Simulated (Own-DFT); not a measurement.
AlGa3N4 (wurtzite random alloy, strained, atoms displaced) (calculated)

Computed with Own-DFT development build. A calculation, not a measurement: plane-wave PBEsol density functional theory by an unreviewed code, no spin, of a simulated periodic cell, stress positive in tension, free energy of the whole cell less one offset for each atom, forces on such cells passed a denser k mesh, this cell's mesh not checked; offsets are fitted by least squares, one for each functional and potential file, so energies compare only between cells with the same atoms and settings and are not formation energies; the far tail of each file's local potential was reset to the Coulomb form; each entry is a single point on an unrelaxed cell, so the pressure reflects the starting lattice, mostly measured values, from which strain is counted, and rises with the displacements; printed positions are rounded, which can move forces by about a meV/angstrom; the program is a retired in-house code; no spin-orbit coupling.

Common to all runs: functional PBEsol; potential files PseudoDojo norm-conserving, scalar-relativistic, made for PBE, standard set; wave cutoff 42 hartree; occupations Fermi-Dirac; smearing width 0.1 eV; hardware one NVIDIA H200; k mesh 4 x 4 x 3 centred on Gamma.

```yaml
- entry: 1
  formula: AlGa3N4
  kind: "wurtzite random alloy, strained, atoms displaced"
  structure:
    cell_angstrom: [[9.4142, 0.0, 0.0], [-4.7071, 8.1529, 0.0], [0.0, 0.0, 10.2685]]
    atoms_fractional:
      - [Ga, 0.11347, 0.21291, 0.00491]
      - [Ga, 0.21707, 0.10867, 0.24916]
      - ["N", 0.11455, 0.22935, 0.19247]
      - ["N", 0.22708, 0.11118, 0.43173]
      - [Ga, 0.12037, 0.22723, 0.51398]
      - [Ga, 0.21074, 0.1054, 0.74539]
      - ["N", 0.11023, 0.22199, 0.68712]
      - ["N", 0.22976, 0.10873, 0.94542]
      - [Al, 0.11544, 0.55763, 0.00967]
      - [Ga, 0.23216, 0.44085, 0.25562]
      - ["N", 0.11062, 0.55696, 0.19453]
      - ["N", 0.22963, 0.44993, 0.4384]
      - [Ga, 0.10804, 0.55645, 0.49526]
      - [Al, 0.2125, 0.43225, 0.75164]
      - ["N", 0.11235, 0.55401, 0.67816]
      - ["N", 0.2049, 0.43109, 0.9462]
      - [Ga, 0.11221, 0.89495, 0.99806]
      - [Al, 0.23081, 0.77986, 0.25602]
      - ["N", 0.10979, 0.89053, 0.19726]
      - ["N", 0.22094, 0.77265, 0.4399]
      - [Ga, 0.11767, 0.88767, 0.49623]
      - [Ga, 0.21972, 0.783, 0.74654]
      - ["N", 0.11874, 0.89407, 0.69318]
      - ["N", 0.21904, 0.77455, 0.93642]
      - [Ga, 0.44637, 0.22041, 0.00349]
      - [Al, 0.54921, 0.10231, 0.25538]
      - ["N", 0.45279, 0.21612, 0.19116]
      - ["N", 0.55935, 0.11582, 0.43103]
      - [Ga, 0.44534, 0.22704, 0.50711]
      - [Ga, 0.55454, 0.10777, 0.74411]
      - ["N", 0.45539, 0.21721, 0.69489]
      - ["N", 0.55435, 0.11222, 0.93702]
      - [Al, 0.44496, 0.56238, 0.99951]
      - [Ga, 0.55383, 0.44745, 0.25529]
      - ["N", 0.44385, 0.54872, 0.18548]
      - ["N", 0.55718, 0.45086, 0.43821]
      - [Ga, 0.43714, 0.55234, 0.50446]
      - [Al, 0.55236, 0.44815, 0.75337]
      - ["N", 0.44245, 0.5524, 0.68883]
      - ["N", 0.54534, 0.43689, 0.93399]
      - [Ga, 0.44367, 0.88533, 0.00528]
      - [Ga, 0.55491, 0.77997, 0.24759]
      - ["N", 0.44472, 0.8933, 0.1924]
      - ["N", 0.54973, 0.77385, 0.44248]
      - [Al, 0.43027, 0.88577, 0.49693]
      - [Ga, 0.56031, 0.7698, 0.7415]
      - ["N", 0.44293, 0.88751, 0.69084]
      - ["N", 0.55475, 0.78069, 0.93165]
      - [Ga, 0.77429, 0.2242, 0.00013]
      - [Al, 0.88191, 0.10147, 0.24761]
      - ["N", 0.77456, 0.22788, 0.19325]
      - ["N", 0.87933, 0.10472, 0.43343]
      - [Ga, 0.7667, 0.21882, 0.49996]
      - [Ga, 0.88955, 0.111, 0.74324]
      - ["N", 0.77183, 0.21725, 0.686]
      - ["N", 0.88543, 0.10239, 0.94252]
      - [Ga, 0.77812, 0.55497, 0.99872]
      - [Al, 0.88649, 0.44756, 0.24901]
      - ["N", 0.79505, 0.5656, 0.18734]
      - ["N", 0.88558, 0.44362, 0.4465]
      - [Ga, 0.78912, 0.55829, 0.49815]
      - [Ga, 0.88588, 0.4465, 0.75077]
      - ["N", 0.78231, 0.55477, 0.68583]
      - ["N", 0.88879, 0.43754, 0.94232]
      - [Ga, 0.77704, 0.88934, 0.99601]
      - [Ga, 0.88642, 0.78285, 0.25158]
      - ["N", 0.77266, 0.88633, 0.19009]
      - ["N", 0.8911, 0.78264, 0.43883]
      - [Ga, 0.78385, 0.894, 0.49764]
      - [Ga, 0.88428, 0.77552, 0.74055]
      - ["N", 0.77627, 0.89052, 0.68553]
      - ["N", 0.89531, 0.78429, 0.93403]
  results:
    "free_energy_of_cell_above_offsets [eV]": "-5.249"
    "pressure [GPa]": 6.51
    "stress_xx [GPa]": -6.64
    "stress_yy [GPa]": -8.58
    "stress_zz [GPa]": -4.31
    "stress_yz [GPa]": 0.0
    "stress_xz [GPa]": -0.68
    "stress_xy [GPa]": 0.98
    force_element: [Ga, Ga, "N", "N", Ga, Ga, "N", "N", Al, Ga, "N", "N", Ga, Al, "N", "N", Ga, Al, "N", "N", Ga, Ga, "N", "N", Ga, Al, "N", "N", Ga, Ga, "N", "N", Al, Ga, "N", "N", Ga, Al, "N", "N", Ga, Ga, "N", "N", Al, Ga, "N", "N", Ga, Al, "N", "N", Ga, Ga, "N", "N", Ga, Al, "N", "N", Ga, Ga, "N", "N", Ga, Ga, "N", "N", Ga, Ga, "N", "N"]
    "force_x [eV/angstrom]": [-1.008, 0.984, -0.843, -0.519, -0.869, 2.398, 0.098, -1.212, -0.884, -1.832, 0.477, -1.378, 0.632, -0.376, 0.312, 1.39, 0.803, -1.766, 1.201, -0.019, -1.237, 1.983, -1.924, 0.18, 0.573, 0.894, -1.471, -1.827, 0.674, 1.339, -3.962, 0.487, -0.059, 1.829, -0.099, 0.433, 1.521, 1.341, -0.43, -0.11, -0.711, -0.038, -0.144, -0.561, 2.806, -2.177, 0.335, 0.317, 0.532, -0.315, 0.72, 1.025, 1.691, -1.331, 1.05, 0.109, -0.104, 1.062, -1.82, 1.025, -2.321, 1.508, -2.119, 0.271, 0.08, 0.841, 0.113, 0.747, -1.299, 0.744, 0.97, -0.732]
    "force_y [eV/angstrom]": [0.276, 1.072, -2.193, 0.355, -0.625, 1.384, 0.236, 0.696, -0.483, 0.658, 0.527, -1.469, -1.268, 2.458, -0.438, 1.974, -1.704, -0.691, -0.907, 0.853, 0.708, -1.687, -0.908, -0.548, 0.247, 2.098, 0.741, -1.968, -0.05, -1.24, 2.398, -0.896, -1.43, -0.917, 1.645, -0.297, 1.183, -1.121, -1.819, 1.891, 0.942, -1.082, -0.942, 0.975, 0.977, 1.264, -0.71, -1.308, -1.266, 2.31, -1.181, 1.778, 0.17, -0.204, 0.846, 1.831, 0.168, -0.645, -0.765, -0.631, 0.466, -0.767, -0.043, 2.063, -1.16, -0.448, 0.637, -0.387, -0.993, 0.428, 0.004, -1.068]
    "force_z [eV/angstrom]": [0.176, -0.458, -0.089, 2.277, -4.757, 2.004, 1.899, -1.81, -0.698, -0.562, 0.176, 0.526, 0.257, 0.987, 2.038, -1.537, 1.228, -1.067, -0.986, -1.148, 0.384, 1.079, -2.061, 0.874, 0.361, -1.169, 0.155, 1.474, -0.95, 2.115, -1.036, -0.039, -0.522, -0.976, -0.983, 1.005, -0.368, -0.687, 0.899, 0.535, -1.413, 1.307, 0.029, -0.394, 1.146, 0.798, -1.855, 0.849, 0.819, 0.192, 0.202, 0.111, -0.179, 1.701, 0.258, -1.162, -0.104, 0.698, 0.173, -2.542, 0.256, 0.304, 0.427, -0.608, 0.477, -0.094, -0.851, 0.35, 0.001, 1.145, -0.317, -0.267]
    "wall_time [s]": 719.1
- entry: 2
  formula: AlGa3N4
  kind: "wurtzite random alloy, strained, atoms displaced"
  structure:
    cell_angstrom: [[9.4142, 0.0, 0.0], [-4.7071, 8.1529, 0.0], [0.0, 0.0, 10.2685]]
    atoms_fractional:
      - [Ga, 0.10902, 0.22609, 0.99682]
      - [Ga, 0.2205, 0.11617, 0.24686]
      - ["N", 0.11454, 0.22223, 0.18426]
      - ["N", 0.22257, 0.1049, 0.4503]
      - [Al, 0.10955, 0.22398, 0.49941]
      - [Ga, 0.22223, 0.10505, 0.75191]
      - ["N", 0.10678, 0.21942, 0.69222]
      - ["N", 0.2275, 0.11458, 0.94352]
      - [Ga, 0.107, 0.5638, 0.0026]
      - [Ga, 0.22603, 0.44526, 0.24946]
      - ["N", 0.12111, 0.56165, 0.19054]
      - ["N", 0.22241, 0.44173, 0.43859]
      - [Ga, 0.1125, 0.56082, 0.50011]
      - [Ga, 0.22424, 0.44544, 0.74475]
      - ["N", 0.11289, 0.55317, 0.69855]
      - ["N", 0.23713, 0.44658, 0.93248]
      - [Ga, 0.10994, 0.89729, 0.99683]
      - [Ga, 0.22461, 0.7821, 0.24799]
      - ["N", 0.10896, 0.89073, 0.18692]
      - ["N", 0.22859, 0.77695, 0.44157]
      - [Ga, 0.10469, 0.89571, 0.50043]
      - [Ga, 0.22787, 0.78313, 0.75436]
      - ["N", 0.10775, 0.88568, 0.69788]
      - ["N", 0.2265, 0.77536, 0.93993]
      - [Ga, 0.4362, 0.21651, 0.00734]
      - [Al, 0.54851, 0.1008, 0.25406]
      - ["N", 0.43219, 0.22022, 0.18685]
      - ["N", 0.55627, 0.10602, 0.43696]
      - [Ga, 0.44242, 0.22296, 0.49872]
      - [Ga, 0.5543, 0.10857, 0.75298]
      - ["N", 0.45085, 0.23089, 0.68623]
      - ["N", 0.54826, 0.11687, 0.93722]
      - [Ga, 0.44642, 0.55547, 0.99125]
      - [Ga, 0.55527, 0.4362, 0.24747]
      - ["N", 0.43423, 0.54879, 0.19039]
      - ["N", 0.55172, 0.44422, 0.43551]
      - [Ga, 0.45019, 0.56798, 0.49537]
      - [Ga, 0.55091, 0.44777, 0.75221]
      - ["N", 0.44129, 0.55897, 0.68465]
      - ["N", 0.54999, 0.44496, 0.93981]
      - [Al, 0.45505, 0.88683, 0.00452]
      - [Ga, 0.55934, 0.7847, 0.24749]
      - ["N", 0.43592, 0.87744, 0.18845]
      - ["N", 0.56151, 0.78321, 0.44332]
      - [Ga, 0.43837, 0.8838, 0.50911]
      - [Al, 0.54885, 0.78219, 0.74828]
      - ["N", 0.4402, 0.87593, 0.69466]
      - ["N", 0.56482, 0.76889, 0.93802]
      - [Al, 0.77913, 0.22428, 0.00221]
      - [Al, 0.88426, 0.11321, 0.25368]
      - ["N", 0.76493, 0.21738, 0.1833]
      - ["N", 0.89421, 0.11152, 0.43274]
      - [Ga, 0.78162, 0.2133, 0.49701]
      - [Ga, 0.89168, 0.1176, 0.74696]
      - ["N", 0.77906, 0.23538, 0.68625]
      - ["N", 0.88496, 0.10594, 0.95109]
      - [Ga, 0.78136, 0.56212, 0.99634]
      - [Ga, 0.88198, 0.44289, 0.25999]
      - ["N", 0.77693, 0.55037, 0.18305]
      - ["N", 0.89442, 0.43937, 0.43432]
      - [Ga, 0.76563, 0.55112, 0.50108]
      - [Al, 0.88939, 0.43938, 0.75899]
      - ["N", 0.78347, 0.55326, 0.69061]
      - ["N", 0.8907, 0.44156, 0.94148]
      - [Ga, 0.77844, 0.89193, 0.99436]
      - [Al, 0.8951, 0.78355, 0.25296]
      - ["N", 0.78177, 0.89423, 0.19461]
      - ["N", 0.8858, 0.78567, 0.44508]
      - [Ga, 0.77089, 0.88476, 0.49968]
      - [Al, 0.88719, 0.76574, 0.75763]
      - ["N", 0.7877, 0.89617, 0.6851]
      - ["N", 0.88091, 0.7759, 0.92825]
  results:
    "free_energy_of_cell_above_offsets [eV]": "-4.789"
    "pressure [GPa]": 6.89
    "stress_xx [GPa]": -7.86
    "stress_yy [GPa]": -8.26
    "stress_zz [GPa]": -4.53
    "stress_yz [GPa]": 0.37
    "stress_xz [GPa]": -0.48
    "stress_xy [GPa]": -1.8
    force_element: [Ga, Ga, "N", "N", Al, Ga, "N", "N", Ga, Ga, "N", "N", Ga, Ga, "N", "N", Ga, Ga, "N", "N", Ga, Ga, "N", "N", Ga, Al, "N", "N", Ga, Ga, "N", "N", Ga, Ga, "N", "N", Ga, Ga, "N", "N", Al, Ga, "N", "N", Ga, Al, "N", "N", Al, Al, "N", "N", Ga, Ga, "N", "N", Ga, Ga, "N", "N", Ga, Al, "N", "N", Ga, Al, "N", "N", Ga, Al, "N", "N"]
    "force_x [eV/angstrom]": [0.845, -0.374, -2.332, -1.552, 0.748, -0.207, 1.139, -1.644, 1.958, -1.233, -1.667, -0.072, 0.42, 0.154, -1.705, -2.962, 0.634, -0.968, -0.216, -1.895, 1.343, -1.218, -0.102, 0.145, 0.739, -0.407, 2.71, -0.377, 0.963, -0.271, -0.288, 2.584, -0.171, -1.025, 2.635, 0.029, -0.409, 0.698, 1.005, 2.056, -1.123, 0.508, 0.889, -1.772, 0.792, 3.805, -0.661, -2.65, -0.776, 0.651, 0.606, 0.498, -1.146, -0.789, 0.564, -0.99, -0.51, 1.182, -0.26, -1.399, 1.843, -0.007, -0.334, -0.642, 0.749, -0.969, 0.705, 1.261, 0.83, -0.7, -1.039, 1.176]
    "force_y [eV/angstrom]": [0.54, -1.102, -0.074, 2.342, -0.137, 1.295, 0.377, -0.392, -1.199, -0.655, -0.96, -0.091, -1.044, -0.558, 0.423, -0.659, -1.444, -0.888, -0.32, 0.652, -2.287, -1.554, -0.529, 1.982, 1.689, 0.584, -0.917, 0.078, 0.012, 0.79, -1.412, -1.521, -0.32, 1.459, 1.761, -0.144, -1.982, 0.21, 1.163, -0.87, -0.058, -1.87, 2.597, 0.178, 0.82, -1.436, 2.594, 2.301, -0.37, 0.462, -0.407, -0.085, 1.036, -0.764, -1.718, 2.203, -1.421, 0.039, 1.773, 0.349, 0.437, 1.376, -0.075, -0.476, -1.078, -0.871, -0.23, -1.933, 1.787, 1.332, -1.5, 0.71]
    "force_z [eV/angstrom]": [0.218, 1.399, 0.79, -1.984, 0.579, -0.005, -1.464, -1.323, 0.336, 0.423, -0.11, 0.505, 0.964, 0.767, -1.222, 0.127, 0.144, 0.899, 0.335, -0.599, 1.519, 0.209, -0.839, 0.653, -1.022, -0.903, 1.483, 0.011, 0.492, -0.654, 0.3, 1.043, 2.554, -0.272, -0.81, -0.113, 0.444, -0.131, 0.052, -0.174, -0.962, 0.659, -0.878, -1.477, -0.753, 0.707, -0.671, -1.191, -0.18, -1.726, 1.236, 0.438, 0.544, 0.865, 0.271, -1.973, 0.327, -2.918, 1.035, 2.208, 0.455, -1.039, 0.373, -0.471, 1.713, -0.068, -0.602, -2.061, 0.988, -3.186, 1.457, 2.26]
    "wall_time [s]": 720.5
- entry: 3
  formula: AlGa3N4
  kind: "wurtzite random alloy, strained, atoms displaced"
  structure:
    cell_angstrom: [[9.4142, 0.0, 0.0], [-4.7071, 8.1529, 0.0], [0.0, 0.0, 10.2685]]
    atoms_fractional:
      - [Ga, 0.12752, 0.23608, 0.99655]
      - [Ga, 0.21898, 0.11505, 0.2444]
      - ["N", 0.11915, 0.23149, 0.18824]
      - ["N", 0.21815, 0.11027, 0.43814]
      - [Ga, 0.1096, 0.22467, 0.49893]
      - [Ga, 0.20508, 0.11106, 0.7521]
      - ["N", 0.11392, 0.22066, 0.69145]
      - ["N", 0.22897, 0.11546, 0.943]
      - [Ga, 0.10698, 0.55432, 0.00508]
      - [Ga, 0.21964, 0.44701, 0.24215]
      - ["N", 0.1165, 0.56484, 0.19113]
      - ["N", 0.2208, 0.44595, 0.43733]
      - [Ga, 0.10315, 0.55077, 0.49986]
      - [Al, 0.22575, 0.44513, 0.7509]
      - ["N", 0.11553, 0.55902, 0.69164]
      - ["N", 0.21857, 0.43723, 0.94172]
      - [Ga, 0.11621, 0.89629, 0.98463]
      - [Ga, 0.21997, 0.77284, 0.24897]
      - ["N", 0.1128, 0.89669, 0.18471]
      - ["N", 0.22294, 0.77469, 0.43819]
      - [Ga, 0.11418, 0.8964, 0.49528]
      - [Ga, 0.22003, 0.77144, 0.7519]
      - ["N", 0.10324, 0.88382, 0.68545]
      - ["N", 0.22011, 0.77511, 0.92816]
      - [Ga, 0.44961, 0.21932, 0.00065]
      - [Ga, 0.54412, 0.10517, 0.24366]
      - ["N", 0.45273, 0.2329, 0.1884]
      - ["N", 0.56185, 0.11405, 0.43274]
      - [Al, 0.44493, 0.2309, 0.49705]
      - [Ga, 0.54637, 0.10985, 0.74806]
      - ["N", 0.44193, 0.2189, 0.69138]
      - ["N", 0.55779, 0.10677, 0.94239]
      - [Ga, 0.44501, 0.55217, 0.01342]
      - [Al, 0.56505, 0.44773, 0.25766]
      - ["N", 0.44347, 0.55324, 0.18948]
      - ["N", 0.56152, 0.44129, 0.42333]
      - [Ga, 0.4381, 0.55943, 0.49721]
      - [Ga, 0.56057, 0.44277, 0.75274]
      - ["N", 0.44612, 0.56137, 0.69452]
      - ["N", 0.54987, 0.43935, 0.94246]
      - [Ga, 0.44386, 0.89011, 0.99933]
      - [Al, 0.55989, 0.77458, 0.24651]
      - ["N", 0.4394, 0.88253, 0.18634]
      - ["N", 0.56202, 0.7837, 0.43988]
      - [Ga, 0.44995, 0.89914, 0.49685]
      - [Ga, 0.55444, 0.78284, 0.75407]
      - ["N", 0.43655, 0.87942, 0.68692]
      - ["N", 0.55544, 0.7715, 0.93339]
      - [Al, 0.78439, 0.22434, 0.00404]
      - [Ga, 0.87886, 0.10768, 0.26091]
      - ["N", 0.7776, 0.23681, 0.18495]
      - ["N", 0.8803, 0.09942, 0.44184]
      - [Ga, 0.77492, 0.2183, 0.50051]
      - [Al, 0.88495, 0.11629, 0.75117]
      - ["N", 0.76917, 0.2192, 0.68357]
      - ["N", 0.89742, 0.11858, 0.93418]
      - [Ga, 0.77223, 0.55397, 0.00277]
      - [Al, 0.88474, 0.44117, 0.24767]
      - ["N", 0.77271, 0.56141, 0.19022]
      - ["N", 0.88842, 0.448, 0.43257]
      - [Ga, 0.779, 0.55369, 0.49671]
      - [Ga, 0.89187, 0.43793, 0.74217]
      - ["N", 0.7783, 0.55523, 0.69666]
      - ["N", 0.8838, 0.44679, 0.94934]
      - [Ga, 0.78289, 0.88112, 0.00175]
      - [Al, 0.88694, 0.77818, 0.25315]
      - ["N", 0.78336, 0.89959, 0.18534]
      - ["N", 0.89925, 0.7854, 0.43387]
      - [Al, 0.77194, 0.88999, 0.49669]
      - [Ga, 0.88567, 0.7789, 0.74767]
      - ["N", 0.77486, 0.88887, 0.69083]
      - ["N", 0.87723, 0.77278, 0.93799]
  results:
    "free_energy_of_cell_above_offsets [eV]": "-5.363"
    "pressure [GPa]": 6.7
    "stress_xx [GPa]": -5.47
    "stress_yy [GPa]": -9.34
    "stress_zz [GPa]": -5.27
    "stress_yz [GPa]": -0.1
    "stress_xz [GPa]": -0.26
    "stress_xy [GPa]": 0.31
    force_element: [Ga, Ga, "N", "N", Ga, Ga, "N", "N", Ga, Ga, "N", "N", Ga, Al, "N", "N", Ga, Ga, "N", "N", Ga, Ga, "N", "N", Ga, Ga, "N", "N", Al, Ga, "N", "N", Ga, Al, "N", "N", Ga, Ga, "N", "N", Ga, Al, "N", "N", Ga, Ga, "N", "N", Al, Ga, "N", "N", Ga, Al, "N", "N", Ga, Al, "N", "N", Ga, Ga, "N", "N", Ga, Al, "N", "N", Al, Ga, "N", "N"]
    "force_x [eV/angstrom]": [-1.217, 1.106, -1.713, 1.028, 0.284, 3.689, -3.602, -0.3, 0.209, 0.412, -1.425, -0.406, 0.738, 0.051, 0.519, -0.149, -0.632, -0.945, -0.284, -0.136, 0.914, -0.848, 0.757, 0.132, -0.055, 0.849, -0.783, -1.855, 0.359, 0.807, -1.393, 0.834, -0.239, -1.267, 1.105, -1.191, 1.261, -1.431, 0.036, 0.218, 0.542, -0.799, 1.318, -0.416, -0.451, 0.591, 0.028, -0.376, -0.151, 0.513, 0.803, 0.273, -0.024, 0.631, 1.095, -0.643, -0.18, -0.209, 1.333, 0.485, -0.558, -0.928, 0.674, 0.96, -2.448, 0.758, -0.189, -2.289, 1.869, -0.197, -0.172, 2.72]
    "force_y [eV/angstrom]": [-3.733, 0.048, -1.028, 1.946, -0.452, -1.609, 2.102, 0.268, 0.285, 0.221, -2.474, -0.404, 1.126, 0.196, -2.275, 3.978, -1.707, 2.295, -1.46, 0.533, -1.161, 1.311, 0.726, 0.033, 0.403, 0.609, -0.28, 0.611, -1.211, -1.167, 0.604, 1.083, 0.315, -0.39, 0.785, 0.158, 0.093, 0.114, -1.427, 0.282, -1.306, 0.633, -0.084, -0.674, -1.394, -0.414, 1.647, 0.377, -0.322, 1.688, -2.133, 1.665, 0.765, -0.979, -0.368, -0.288, 0.099, 2.051, 0.166, -1.261, 1.17, 0.991, -0.371, -1.2, 2.253, 0.892, -1.952, -0.827, -1.331, -0.2, 1.493, -0.134]
    "force_z [eV/angstrom]": [1.576, 0.531, -0.171, -0.292, 0.244, 0.474, -1.003, -1.267, -0.913, 1.394, -0.517, -0.411, 0.224, 0.376, -0.762, -1.772, 1.893, 0.752, -0.238, 0.063, 0.887, -1.687, 0.432, 2.548, 0.353, 0.294, 0.273, 0.302, 0.235, 0.812, -1.734, -0.729, -2.936, -4.054, 2.263, 4.603, 0.962, 0.373, -1.17, -0.434, -0.321, 0.29, 0.329, -1.666, 0.5, -0.804, -0.399, 2.35, -0.812, -2.204, 0.413, 0.429, -0.757, -0.135, 0.789, 0.382, 0.02, -0.037, 0.726, -0.118, 0.884, 1.853, -1.834, -1.467, -0.469, -1.168, 1.228, 0.333, 1.774, 0.336, -1.386, -0.83]
    "wall_time [s]": 704.3
```
